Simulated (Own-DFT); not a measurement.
# Computed records: SiC (4H silicon carbide, atoms displaced)

Computed with Own-DFT development build. A calculation, not a measurement: plane-wave PBE density functional theory by an unreviewed code, no spin, of a simulated periodic cell, stress positive in tension, free energy of the whole cell less one offset for each atom, forces on such cells passed a denser k mesh, this cell's mesh not checked; offsets are fitted by least squares, one for each functional and potential file, so energies compare only between cells with the same atoms and settings and are not formation energies; the far tail of each file's local potential was reset to the Coulomb form; each entry is a single point on an unrelaxed cell, so the pressure reflects the starting lattice, mostly measured values (interpolated for alloys), from which strain is counted, and rises with the displacements; printed positions are rounded, which can move forces by about a meV/angstrom; the program, named Own-DFT, is a retired in-house code; no spin-orbit coupling.

Settings shared by all entries: functional PBE; potential files PseudoDojo norm-conserving, scalar-relativistic, standard set; wave cutoff 42 hartree; occupations Fermi-Dirac; smearing width 0.1 eV; hardware one NVIDIA H200; k mesh 3 x 3 x 3 centred on Gamma.

(1) SiC (4H silicon carbide, atoms displaced)

```
CELL_PARAMETERS angstrom
12.33080 0.00000 0.00000
-6.16540 10.67880 0.00000
0.00000 0.00000 10.06810
ATOMIC_POSITIONS crystal
Si 0.99701 0.99803 0.41418
Si 0.08691 0.17462 0.16337
C 0.99351 0.99383 0.10231
C 0.08309 0.17229 0.35070
Si 0.99435 0.23770 0.40227
Si 0.09711 0.42161 0.15308
C 0.99642 0.23712 0.09521
C 0.08584 0.41376 0.33950
Si 0.98660 0.49556 0.40449
Si 0.08186 0.67196 0.15900
C 0.00279 0.50843 0.09996
C 0.07869 0.66659 0.34709
Si 0.98680 0.74024 0.41218
Si 0.08205 0.91307 0.16614
C 0.00083 0.74592 0.08852
C 0.08187 0.91667 0.33510
Si 0.25255 0.99869 0.40838
Si 0.33274 0.17075 0.15775
C 0.25042 0.00126 0.08395
C 0.33356 0.16271 0.33931
Si 0.25706 0.25544 0.40870
Si 0.33485 0.41341 0.15408
C 0.23566 0.24828 0.09458
C 0.33285 0.41289 0.34716
Si 0.23908 0.49855 0.40760
Si 0.34144 0.66875 0.16548
C 0.25503 0.50840 0.09360
C 0.33218 0.66111 0.34222
Si 0.25876 0.74945 0.40793
Si 0.33849 0.91751 0.16063
C 0.25020 0.75650 0.10830
C 0.32969 0.91660 0.33747
Si 0.50111 0.99240 0.40820
Si 0.58772 0.16710 0.15979
C 0.50292 0.00013 0.09928
C 0.57673 0.15173 0.34088
Si 0.49725 0.24698 0.40195
Si 0.58578 0.42279 0.16685
C 0.49581 0.24853 0.09828
C 0.58194 0.41531 0.35122
Si 0.49593 0.50441 0.40530
Si 0.58661 0.66964 0.15675
C 0.50539 0.50601 0.09350
C 0.58576 0.66694 0.34971
Si 0.49565 0.75018 0.40508
Si 0.59007 0.92098 0.14639
C 0.50418 0.75800 0.09133
C 0.59073 0.91664 0.33879
Si 0.74944 0.99973 0.40193
Si 0.82309 0.16847 0.16409
C 0.74034 0.99083 0.09288
C 0.83720 0.17154 0.33977
Si 0.75022 0.25266 0.39754
Si 0.82300 0.40116 0.15532
C 0.75031 0.25110 0.09798
C 0.83439 0.42455 0.34285
Si 0.75376 0.48931 0.41648
Si 0.82609 0.65873 0.15537
C 0.75494 0.50971 0.09112
C 0.83227 0.66389 0.33829
Si 0.74414 0.75188 0.40331
Si 0.82940 0.90707 0.15082
C 0.74043 0.74953 0.09484
C 0.83563 0.91747 0.34372
Si 0.99914 0.00280 0.90842
Si 0.91470 0.83362 0.64916
C 0.99947 0.98870 0.59732
C 0.92593 0.83593 0.84752
Si 0.98502 0.73723 0.90675
Si 0.91777 0.58795 0.65687
C 0.00547 0.74975 0.59813
C 0.91503 0.59017 0.84223
Si 0.99210 0.49608 0.90013
Si 0.90124 0.32210 0.64922
C 0.00853 0.50033 0.59097
C 0.92549 0.33576 0.84076
Si 0.01536 0.25576 0.90577
Si 0.92096 0.09276 0.65614
C 0.01425 0.25963 0.58845
C 0.92911 0.09531 0.84996
Si 0.74574 0.99956 0.90228
Si 0.66418 0.83480 0.66572
C 0.74821 0.99904 0.58012
C 0.67917 0.84032 0.84775
Si 0.75566 0.76380 0.89892
Si 0.65613 0.57285 0.66532
C 0.75170 0.74857 0.59686
C 0.66783 0.58399 0.83214
Si 0.74770 0.49766 0.90020
Si 0.66843 0.33402 0.66164
C 0.74567 0.50195 0.59243
C 0.65804 0.33533 0.84499
Si 0.76351 0.25826 0.90491
Si 0.66881 0.08368 0.65426
C 0.74566 0.25931 0.60543
C 0.67047 0.08770 0.85359
Si 0.51443 0.00548 0.90208
Si 0.41373 0.83140 0.65585
C 0.50098 0.00660 0.58493
C 0.41245 0.82703 0.85562
Si 0.49016 0.74473 0.90382
Si 0.42248 0.59180 0.65171
C 0.49638 0.75228 0.58640
C 0.41904 0.58771 0.84772
Si 0.51000 0.51055 0.90594
Si 0.42517 0.33583 0.65773
C 0.49630 0.49645 0.59930
C 0.41687 0.33064 0.84232
Si 0.49880 0.24595 0.89637
Si 0.42048 0.08174 0.65949
C 0.50204 0.24808 0.58665
C 0.42682 0.07456 0.84277
Si 0.25340 0.00561 0.91394
Si 0.17421 0.83240 0.65623
C 0.25205 0.01160 0.59209
C 0.16478 0.83775 0.84595
Si 0.24833 0.76107 0.90468
Si 0.16757 0.57180 0.66092
C 0.25634 0.74885 0.60000
C 0.16974 0.59082 0.84029
Si 0.24935 0.50671 0.90850
Si 0.16048 0.32108 0.65684
C 0.25921 0.50447 0.58762
C 0.16623 0.32142 0.84163
Si 0.24439 0.24132 0.91756
Si 0.16924 0.08891 0.65393
C 0.23771 0.24360 0.58516
C 0.16536 0.08622 0.85218
```

- free energy of cell above offsets: -3.192 eV
- pressure: 6.68 GPa
- stress xx: -6.45 GPa
- stress yy: -5.83 GPa
- stress zz: -7.76 GPa
- stress yz: -0.81 GPa
- stress xz: -0.12 GPa
- stress xy: -0.54 GPa
- wall time: 569.7 s

Force:
```
element  x (eV/Å)  y (eV/Å)  z (eV/Å)
     Si      1.28     0.357    -2.027
     Si    -1.849    -4.265     1.115
      C     1.077      1.34    -1.241
      C     2.653    -2.061    -0.894
     Si     0.127     4.282     0.666
     Si    -3.469    -1.283     0.545
      C    -2.038     3.167    -0.671
      C     -2.48    -0.728     0.374
     Si     5.113     2.232     0.205
     Si     0.868    -0.538      0.69
      C     0.374    -3.073    -1.654
      C     0.773    -0.307     0.522
     Si     2.176     2.103    -1.152
     Si    -0.309     0.075    -5.178
      C    -2.103     0.728     1.084
      C     0.324    -0.261     5.549
     Si    -1.591    -0.024    -0.887
     Si    -0.087    -1.575    -0.951
      C     0.205     0.357     4.907
      C    -0.954     0.661     1.176
     Si    -0.894    -2.185    -1.048
     Si    -0.653     1.333     0.428
      C     4.084     1.496     0.655
      C      -0.8     1.823    -1.306
     Si     2.522    -0.531    -0.181
     Si    -1.759     1.235    -2.864
      C     1.786    -0.723    -0.258
      C       0.3     0.657     1.525
     Si    -3.124    -0.124    -0.238
     Si    -1.266     1.034    -2.018
      C      1.14    -1.624    -2.208
      C     1.936    -0.449     3.101
     Si    -0.699    -0.055    -2.187
     Si    -2.616    -1.176    -1.043
      C     0.273     0.907     -1.66
      C     0.609     3.263     0.984
     Si     0.626    -0.331    -0.072
     Si     0.489    -0.936    -1.878
      C     1.274     1.199    -1.051
      C     0.428     0.369    -0.093
     Si     1.711    -1.276     1.176
     Si    -2.319    -0.241     0.577
      C    -0.449     -0.99     0.235
      C     -2.26     -0.08    -1.371
     Si     1.825     0.253    -0.962
     Si    -2.917    -1.744     2.361
      C     0.215    -2.031     0.439
      C    -1.863    -0.874     0.155
     Si      0.92    -0.162    -1.224
     Si     4.076    -1.865    -2.903
      C     3.284     3.288    -1.089
      C    -1.565    -1.076     2.157
     Si    -0.847    -0.741     1.668
     Si     0.628     7.286      0.34
      C    -0.583    -1.801    -2.048
      C     0.194    -4.403    -1.245
     Si    -4.938      3.09    -1.592
     Si     1.099     3.857     0.296
      C    -0.255    -5.062    -0.887
      C    -1.644    -0.877     1.694
     Si     2.741    -0.136     1.492
     Si    -0.566     2.552     1.635
      C     3.002    -0.938    -1.782
      C    -0.993    -0.106    -0.177
     Si     1.212    -0.854     1.342
     Si      1.44    -2.122     2.641
      C    -1.176     3.919    -0.485
      C      -2.8     0.276    -1.187
     Si     2.368     5.053     1.326
     Si     0.659    -1.008    -0.543
      C    -1.159     0.499    -0.751
      C     0.444    -4.786    -1.186
     Si     1.381     2.579     1.738
     Si       4.6     3.715     1.074
      C     -2.83    -1.395     0.437
      C    -0.721    -0.893    -0.208
     Si    -2.931    -1.025     1.921
     Si     0.926    -1.699     0.069
      C    -5.311    -3.086    -0.646
      C    -2.373    -2.357    -1.885
     Si      2.53      1.83      1.99
     Si     1.264    -0.236    -2.893
      C     0.239     1.181     3.588
      C    -4.575    -0.077    -1.677
     Si     3.267    -3.158     1.612
     Si     0.849     2.388    -5.144
      C    -1.966    -0.664    -0.492
      C     0.148     1.173     5.145
     Si    -0.729     1.417     1.299
     Si    -3.303     1.517    -0.634
      C     1.752    -0.738     1.951
      C     3.642    -0.161    -0.055
     Si    -1.744    -0.788     0.368
     Si    -0.859     0.223    -0.056
      C     1.832     -3.78    -3.329
      C     1.702     1.143     -2.88
     Si    -2.451    -3.039     2.963
     Si     0.949     1.266     1.212
      C     1.407    -1.781       2.5
      C     0.395     2.728    -2.721
     Si     1.937     1.501     1.952
     Si     -0.35    -1.837     1.005
      C     1.294     0.769     1.906
      C     0.113     -1.39    -1.465
     Si    -0.752    -2.083     0.023
     Si    -1.996    -1.794    -0.495
      C    -0.386     1.146    -1.311
      C    -0.581     0.402     1.113
     Si    -1.033    -0.649     2.783
     Si    -1.547     0.756    -1.233
      C     0.019     0.353     1.644
      C    -2.949     1.776    -0.124
     Si    -0.015    -1.283    -3.559
     Si    -1.639     1.147     0.451
      C     2.126    -2.185     0.659
      C     -0.28     -0.18    -0.639
     Si     0.354    -1.616      2.09
     Si      -0.2     1.908    -1.434
      C    -1.274    -0.875    -1.561
      C    -0.673    -1.104     1.505
     Si     0.833    -0.866    -0.767
     Si      2.48     3.854     0.394
      C     -0.79    -1.544      1.81
      C     0.814     3.557     0.067
     Si     0.895     1.933    -2.412
     Si    -0.484    -1.629      1.48
      C     2.572     1.338      1.68
      C      1.19    -0.949    -1.675
```

(2) SiC (4H silicon carbide, atoms displaced)

```
CELL_PARAMETERS angstrom
12.33080 0.00000 0.00000
-6.16540 10.67880 0.00000
0.00000 0.00000 10.06810
ATOMIC_POSITIONS crystal
Si 0.00374 0.00662 0.41138
Si 0.08803 0.16705 0.15280
C 0.00329 0.00250 0.10765
C 0.08209 0.16288 0.35185
Si 0.00845 0.25390 0.41458
Si 0.08938 0.42531 0.15079
C 0.00275 0.25695 0.10384
C 0.07868 0.41366 0.34571
Si 0.00020 0.49712 0.40132
Si 0.07230 0.65868 0.15911
C 0.00362 0.50399 0.08809
C 0.08707 0.67056 0.35868
Si 0.00595 0.75433 0.40661
Si 0.08722 0.91439 0.15375
C 0.00467 0.74216 0.10171
C 0.07673 0.91756 0.33975
Si 0.25849 0.01359 0.40071
Si 0.31667 0.15530 0.15184
C 0.25253 0.00464 0.09163
C 0.34208 0.17449 0.34083
Si 0.25069 0.24957 0.40283
Si 0.32932 0.41105 0.15633
C 0.25454 0.25568 0.09444
C 0.33195 0.40772 0.34645
Si 0.25179 0.49978 0.40452
Si 0.33266 0.66956 0.15639
C 0.24780 0.50138 0.08814
C 0.33124 0.66394 0.33976
Si 0.25832 0.75782 0.40491
Si 0.33036 0.92282 0.16460
C 0.24226 0.74688 0.09425
C 0.33927 0.91707 0.33876
Si 0.50794 0.00336 0.39781
Si 0.58855 0.16397 0.16068
C 0.49406 0.00264 0.09109
C 0.58169 0.16854 0.34233
Si 0.49764 0.24793 0.41574
Si 0.58441 0.41439 0.15602
C 0.51174 0.26031 0.09493
C 0.58444 0.41557 0.33510
Si 0.49967 0.50026 0.40642
Si 0.57562 0.66139 0.16308
C 0.50608 0.49890 0.09329
C 0.58728 0.66754 0.34754
Si 0.49297 0.73954 0.39790
Si 0.58141 0.91526 0.14854
C 0.50349 0.75192 0.07988
C 0.58628 0.90807 0.34481
Si 0.76794 0.00839 0.40115
Si 0.83723 0.17176 0.15369
C 0.75195 0.99875 0.09072
C 0.83275 0.16630 0.34575
Si 0.74546 0.24788 0.39569
Si 0.83277 0.41635 0.15433
C 0.75314 0.26364 0.10116
C 0.82533 0.41043 0.35409
Si 0.74572 0.49890 0.40492
Si 0.83139 0.66544 0.15281
C 0.75906 0.51154 0.08959
C 0.82489 0.65634 0.33510
Si 0.74714 0.75365 0.41329
Si 0.83621 0.92112 0.15599
C 0.75015 0.75106 0.08922
C 0.83584 0.91625 0.33980
Si 0.00503 0.00286 0.91225
Si 0.92220 0.83461 0.66411
C 0.98634 0.98923 0.59702
C 0.91541 0.83279 0.84394
Si 0.00181 0.75156 0.90501
Si 0.91670 0.57547 0.64788
C 0.00228 0.75416 0.59428
C 0.90951 0.57668 0.83534
Si 0.99840 0.49857 0.90927
Si 0.91738 0.33978 0.65614
C 0.00142 0.49328 0.58855
C 0.91589 0.33647 0.84042
Si 0.98997 0.25701 0.91088
Si 0.91053 0.07921 0.65525
C 0.99986 0.25390 0.60105
C 0.91831 0.07814 0.85316
Si 0.75427 0.00587 0.89935
Si 0.66480 0.82951 0.67424
C 0.75423 0.99858 0.58559
C 0.66017 0.83248 0.84718
Si 0.74463 0.74806 0.91743
Si 0.66530 0.58506 0.65198
C 0.74046 0.75032 0.59459
C 0.67287 0.59306 0.84279
Si 0.75033 0.49814 0.90884
Si 0.66942 0.33437 0.66019
C 0.75175 0.50176 0.60311
C 0.65717 0.33122 0.84122
Si 0.74992 0.25656 0.89481
Si 0.66446 0.09566 0.65532
C 0.75224 0.24780 0.59975
C 0.66881 0.08014 0.84336
Si 0.49356 0.99506 0.91302
Si 0.42176 0.83773 0.65751
C 0.50379 0.99925 0.59940
C 0.41569 0.83611 0.84090
Si 0.49706 0.74573 0.91009
Si 0.41608 0.58187 0.65583
C 0.51052 0.74926 0.58587
C 0.41363 0.58307 0.84171
Si 0.50003 0.49894 0.90508
Si 0.41177 0.32889 0.67093
C 0.49283 0.49036 0.59011
C 0.41268 0.32836 0.83946
Si 0.50317 0.25194 0.89715
Si 0.41956 0.08155 0.65955
C 0.51492 0.27272 0.59113
C 0.40718 0.07832 0.83520
Si 0.25074 0.99885 0.91082
Si 0.17386 0.83101 0.65586
C 0.25219 0.00067 0.59010
C 0.16420 0.83827 0.84098
Si 0.23875 0.74059 0.89703
Si 0.15490 0.57918 0.65368
C 0.24934 0.74890 0.58866
C 0.16697 0.58126 0.84817
Si 0.24679 0.49512 0.90309
Si 0.16050 0.32905 0.66226
C 0.24837 0.50273 0.59386
C 0.16541 0.33516 0.84136
Si 0.24914 0.25654 0.90405
Si 0.16345 0.07129 0.65052
C 0.24991 0.25103 0.58861
C 0.17307 0.07542 0.85829
```

- stress xx: —

Q: Give the missing stress xx for SiC (4H silicon carbide, atoms displaced) (entry 2).
A: -3.72 GPa

Q: Give the table of force values for SiC (4H silicon carbide, atoms displaced) (entry 2).
A: 
Force:
```
element  x (eV/Å)  y (eV/Å)  z (eV/Å)
     Si    -0.492    -3.103     -0.49
     Si    -1.436     0.777     1.535
      C     0.549    -0.648    -2.739
      C      0.34     2.234    -1.543
     Si    -1.707    -0.731    -0.727
     Si    -0.764    -1.244     1.756
      C     0.608     -0.45    -2.035
      C     1.632     1.055    -1.219
     Si    -1.045     0.409     0.816
     Si     3.644     1.091      1.62
      C    -0.756    -1.823     1.679
      C     0.373    -1.235    -2.461
     Si    -2.031    -0.625      0.18
     Si    -1.374    -0.512     0.897
      C    -3.675     2.709     -2.44
      C     2.458     0.859     0.733
     Si    -0.489    -2.938     0.805
     Si     3.288     5.137     1.055
      C    -0.123    -2.656      0.47
      C    -1.556    -1.193    -0.331
     Si     0.098    -0.897     1.366
     Si     0.797     2.647     0.477
      C    -0.994    -1.994    -1.134
      C    -1.078     2.699    -1.285
     Si    -0.681      -0.9     0.702
     Si    -0.127      0.08    -1.768
      C     1.704     0.079     0.772
      C    -0.088    -0.007     0.261
     Si    -0.664    -1.652     0.028
     Si      1.19    -1.941    -2.986
      C     0.291     0.886    -0.115
      C     -0.89     1.516      2.21
     Si     0.598    -1.485     1.527
     Si    -2.252     1.785    -1.728
      C     1.213    -0.463     1.492
      C     0.194    -0.762     0.909
     Si     0.831     2.171    -2.565
     Si     0.555     1.771    -0.396
      C    -0.968    -4.005    -1.793
      C    -0.719     -0.31     2.503
     Si     0.979    -1.136    -0.338
     Si     1.656     1.027    -1.693
      C    -2.179    -0.233    -0.052
      C    -1.503    -1.177    -0.939
     Si     1.347     2.231     1.867
     Si     0.586     0.328     1.222
      C    -0.955    -0.941     5.002
      C    -0.827     1.662    -1.324
     Si    -2.683    -2.846     0.889
     Si    -0.716    -0.646     0.897
      C    -1.088     1.502    -0.335
      C     0.683     1.587    -0.789
     Si     1.253    -0.584     2.479
     Si    -0.304     3.205     1.632
      C     1.337     -4.27    -2.648
      C     1.285      2.07    -2.085
     Si     0.101      -0.4     0.906
     Si      0.04     1.814     0.538
      C    -0.157    -3.361     0.251
      C     0.486     2.631     2.171
     Si     1.595    -0.148      -1.2
     Si     0.022    -1.327     0.091
      C    -0.226      0.26     3.386
      C     0.623     0.294       0.7
     Si     0.319    -1.147     0.299
     Si    -1.836    -2.077    -1.207
      C     2.057     2.437    -0.492
      C    -0.157     0.385     2.264
     Si    -0.804    -1.319      0.11
     Si    -0.752     2.115     0.756
      C     1.012    -1.056    -0.007
      C     1.851      0.84     1.189
     Si    -0.641     1.257    -1.641
     Si     0.722    -2.332    -0.297
      C    -2.084     0.982    -0.381
      C     -0.92     0.529      0.44
     Si     3.407    -2.236     0.229
     Si      0.49     0.843     1.152
      C      -0.1    -1.179    -0.432
      C    -0.668      2.31    -1.603
     Si     0.167    -2.027      1.66
     Si    -0.248     1.197    -4.819
      C    -1.784       0.2     1.911
      C     1.028     0.396     2.008
     Si     0.482     1.267    -3.495
     Si    -0.129    -0.265     0.884
      C     2.703    -0.142     0.853
      C    -0.634    -2.657     0.119
     Si    -1.181     1.097    -1.378
     Si     0.329     1.127     -1.33
      C    -0.312    -0.368    -2.274
      C     2.752     1.343    -0.003
     Si    -0.338    -1.689     2.147
     Si     3.075     -4.18     0.689
      C     -1.22     2.975    -1.898
      C    -2.132     1.864     0.168
     Si     0.328     1.131    -2.522
     Si     0.835    -2.024    -0.828
      C    -1.302     1.044    -2.213
      C     -0.15    -1.637      1.22
     Si    -0.905     0.609    -3.745
     Si    -0.052     0.445    -0.899
      C    -2.707    -0.313     1.418
      C      0.58    -0.769     0.654
     Si     0.353     0.889    -0.253
     Si    -0.029     0.833        -6
      C     0.198     1.155     1.369
      C    -0.023     1.168     3.889
     Si    -2.171    -2.215     2.875
     Si    -0.694     0.791    -2.211
      C    -1.127    -3.927     1.673
      C     2.016     1.109     2.871
     Si      1.43    -0.765    -0.913
     Si    -2.288     0.995    -0.783
      C     1.201    -0.371    -0.595
      C     1.325    -1.511     0.361
     Si     0.989     3.065      2.13
     Si     3.487      1.17     0.485
      C     1.198     0.107     1.029
      C    -1.307    -1.467    -1.852
     Si     0.515     1.601     0.028
     Si     1.243     1.227    -2.249
      C    -0.014    -0.737     0.083
      C    -0.898    -1.087       1.5
     Si     0.952    -2.286     0.386
     Si    -1.336      1.96     1.528
      C    -0.047    -1.431     1.786
      C    -3.861     2.883    -2.513
```

Further results for SiC (4H silicon carbide, atoms displaced) (entry 2):

- free energy of cell above offsets: -7.165 eV
- pressure: 5.69 GPa
- stress yy: -6.02 GPa
- stress zz: -7.34 GPa
- stress yz: -0.16 GPa
- stress xz: -0.2 GPa
- stress xy: 0.18 GPa
- wall time: 560.5 s
